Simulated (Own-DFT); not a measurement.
Simulation results for GaN (wurtzite, atoms displaced)

A calculation, not a measurement: plane-wave PBE density functional theory by an unreviewed code, no spin, of a simulated periodic cell, stress positive in tension, free energy of the whole cell less one offset for each atom, forces on such cells passed a denser k mesh, this cell's mesh not checked; offsets are fitted by least squares, one for each functional and potential file, so energies compare only between cells with the same atoms and settings and are not formation energies; the far tail of each file's local potential was reset to the Coulomb form; each entry is a single point on an unrelaxed cell, so the pressure reflects the starting lattice, mostly measured values (interpolated for alloys), from which strain is counted, and rises with the displacements; printed positions are rounded, which can move forces by about a meV/angstrom; the program, named Own-DFT, is a retired in-house code; no spin-orbit coupling. Program: Own-DFT development build.

## GaN (wurtzite, atoms displaced)

```
GaN
1.0
     12.7560     0.0000     0.0000
     -4.7835     8.2853     0.0000
      0.0000     0.0000    10.3700
Ga N Ga N Ga N Ga N Ga N Ga N Ga N Ga N Ga N Ga N Ga N Ga N Ga N Ga N Ga N Ga N Ga N Ga N Ga N Ga N Ga N Ga N Ga N Ga N
2 2 2 2 2 2 2 2 2 2 2 2 2 2 2 2 2 2 2 2 2 2 2 2 2 2 2 2 2 2 2 2 2 2 2 2 2 2 2 2 2 2 2 2 2 2 2 2
Direct
  0.08228 0.22137 0.99930
  0.16610 0.10888 0.25513
  0.08490 0.22251 0.18759
  0.16667 0.11138 0.44235
  0.08765 0.22751 0.49857
  0.16903 0.11114 0.75210
  0.08557 0.22108 0.68776
  0.17027 0.11855 0.93669
  0.08613 0.55626 0.00212
  0.16692 0.44536 0.25047
  0.08693 0.56010 0.18697
  0.16851 0.44969 0.44063
  0.08136 0.55578 0.50057
  0.16340 0.43994 0.75382
  0.08560 0.55747 0.68783
  0.16710 0.44045 0.93510
  0.08400 0.88638 0.00278
  0.16653 0.77856 0.24945
  0.08402 0.88831 0.18858
  0.16505 0.77669 0.44168
  0.08589 0.89065 0.50185
  0.16862 0.77816 0.74869
  0.08300 0.88413 0.68823
  0.16783 0.78135 0.93961
  0.33337 0.22324 0.00050
  0.41831 0.10951 0.24828
  0.33327 0.22640 0.18977
  0.41629 0.10727 0.43707
  0.33200 0.21856 0.50041
  0.41913 0.11058 0.74724
  0.33196 0.21985 0.68982
  0.41488 0.10627 0.93632
  0.33511 0.55551 0.00213
  0.41948 0.44274 0.24832
  0.33426 0.55769 0.19009
  0.41347 0.44329 0.44037
  0.33346 0.55644 0.49845
  0.41411 0.43884 0.74672
  0.33394 0.55384 0.68933
  0.41811 0.44787 0.93632
  0.33505 0.88949 0.00125
  0.41397 0.77391 0.24826
  0.33154 0.88769 0.19099
  0.41756 0.77744 0.43725
  0.33042 0.88754 0.49677
  0.41801 0.77720 0.74963
  0.33581 0.89385 0.68586
  0.41847 0.77959 0.93849
  0.58377 0.22334 0.00172
  0.66778 0.11105 0.24726
  0.58374 0.22173 0.18733
  0.67029 0.11385 0.44037
  0.58455 0.22184 0.50004
  0.66493 0.11055 0.75214
  0.58170 0.22239 0.68984
  0.66723 0.10817 0.93710
  0.58238 0.55617 0.00088
  0.66600 0.44717 0.25169
  0.58162 0.55262 0.18761
  0.66492 0.44534 0.43999
  0.58250 0.55716 0.50113
  0.66647 0.44398 0.74869
  0.58301 0.55431 0.68840
  0.66733 0.44332 0.93941
  0.58330 0.88970 0.00032
  0.66748 0.77819 0.25127
  0.58279 0.88692 0.19050
  0.66662 0.77711 0.44154
  0.58252 0.88891 0.50054
  0.66456 0.77786 0.75208
  0.58317 0.89072 0.68924
  0.66564 0.77827 0.93896
  0.83133 0.22052 0.99908
  0.91439 0.10941 0.24940
  0.83255 0.22056 0.18873
  0.91309 0.10851 0.43837
  0.83227 0.21697 0.50274
  0.91665 0.11188 0.75065
  0.83219 0.21958 0.68662
  0.91358 0.11039 0.93967
  0.83222 0.55646 0.99642
  0.91968 0.44177 0.24806
  0.83577 0.55853 0.18928
  0.91657 0.44309 0.43597
  0.83176 0.55462 0.50257
  0.91779 0.44496 0.75124
  0.83319 0.55366 0.69025
  0.91681 0.44469 0.93760
  0.83110 0.88439 0.00005
  0.91848 0.77683 0.25076
  0.83220 0.88749 0.18806
  0.91704 0.78271 0.43608
  0.83071 0.88861 0.50162
  0.91610 0.77600 0.74697
  0.83502 0.88484 0.68921
  0.91791 0.77838 0.94014
```

- functional: PBE
- potential files: PseudoDojo norm-conserving, scalar-relativistic, standard set
- wave cutoff: 42 hartree
- occupations: Fermi-Dirac
- smearing width: 0.1 eV
- hardware: one NVIDIA H200
- k mesh: 3 x 4 x 3 centred on Gamma
- free energy of cell above offsets: 18.899 eV
- pressure: 5.9 GPa
- stress xx: -5.69 GPa
- stress yy: -5.75 GPa
- stress zz: -6.25 GPa
- stress yz: -0.19 GPa
- stress xz: -0.02 GPa
- stress xy: -0.07 GPa
- wall time: 1102 s

Force:
```csv
element,x (eV/Å),y (eV/Å),z (eV/Å)
Ga,-0.016,-0.217,0.103
Ga,-0.034,0.328,-0.596
N,-0.342,-0.119,0.416
N,0.057,-0.046,-0.426
Ga,-0.836,-0.472,0.299
Ga,-0.432,-0.522,-0.344
N,-0.473,-0.136,0.016
N,-0.208,-1.117,0.587
Ga,-0.211,-0.023,-0.828
Ga,0.206,-0.145,0.103
N,-0.045,-0.579,0.309
N,-0.254,-0.398,-0.567
Ga,0.042,-0.195,0.054
Ga,0.522,0.501,-1.147
N,-0.189,-0.425,0.282
N,-0.274,0.668,1.233
Ga,-0.339,0.809,-0.566
Ga,-0.038,0.007,0.554
N,-0.03,0.334,0.274
N,-0.015,0.051,-0.827
Ga,-0.791,-0.386,-0.044
Ga,0.133,0.13,0.322
N,-0.145,0.588,0.254
N,0.447,-0.576,-0.217
Ga,0.327,0.113,-0.13
Ga,-0.515,0.295,0.176
N,0.413,-1.01,-0.142
N,-0.083,0.567,0.005
Ga,0.39,0.458,0.049
Ga,-0.721,0.004,0.499
N,0.503,-0.187,-0.446
N,0.111,0.865,0.385
Ga,-0.283,0.044,-0.434
Ga,-0.928,0.342,0.784
N,0.168,-0.741,-0.295
N,0.678,-0.178,-0.418
Ga,0.056,0.179,0.6
Ga,0.088,0.674,0.343
N,-0.442,0.117,-0.153
N,0.153,-0.483,0.226
Ga,-0.217,-0.202,-0.086
Ga,0.29,0.691,0.47
N,0.302,0.115,-0.392
N,-0.322,0.139,0.032
Ga,0.737,-0.142,0.361
Ga,-0.537,-0.174,-0.094
N,0.169,-0.879,0.058
N,-0.219,-0.335,0.117
Ga,-0.073,-0.394,-0.585
Ga,-0.233,-0.13,0.733
N,0.058,0.231,0.343
N,-0.676,-0.508,-0.54
Ga,-0.188,-0.079,-0.032
Ga,0.208,0.206,-0.456
N,0.694,0.18,-0.38
N,-0.586,0.424,0.439
Ga,0.261,-0.141,-0.438
Ga,0.816,-0.204,-0.168
N,0.275,0.672,0.143
N,0.149,-0.135,-0.07
Ga,-0.216,-0.373,0.033
Ga,-0.156,0.061,0.35
N,-0.111,0.154,0.197
N,-0.509,0.124,-0.29
Ga,0.095,-0.182,0.284
Ga,-0.082,-0.202,0.111
N,-0.113,0.142,-0.294
N,-0.387,0.052,-0.467
Ga,0.002,0.181,-0.129
Ga,0.46,-0.12,-0.361
N,0.247,-0.125,-0.127
N,0.107,-0.208,0.077
Ga,0.189,0.376,0.126
Ga,0.509,-0.009,0.101
N,0.118,0.2,-0.434
N,0.909,0.382,-0.054
Ga,0.062,0.883,-0.52
Ga,0.351,-0.359,-0.125
N,-0.082,0.305,0.772
N,0.548,-0.191,-0.15
Ga,0.48,-0.041,0.752
Ga,-0.758,0.443,0.141
N,-0.086,-0.744,-0.303
N,-0.206,-0.07,0.438
Ga,0.372,0.337,-0.707
Ga,0.204,-0.191,-0.296
N,-0.014,-0.091,-0.201
N,0.221,-0.02,0.382
Ga,0.128,0.483,-0.017
Ga,-0.452,0.16,-0.099
N,0.223,-0.05,0.049
N,0.35,-0.526,0.772
Ga,0.657,0.057,-0.062
Ga,0.458,0.099,0.697
N,-1.009,0.507,0.117
N,-0.07,0.1,-0.512
```
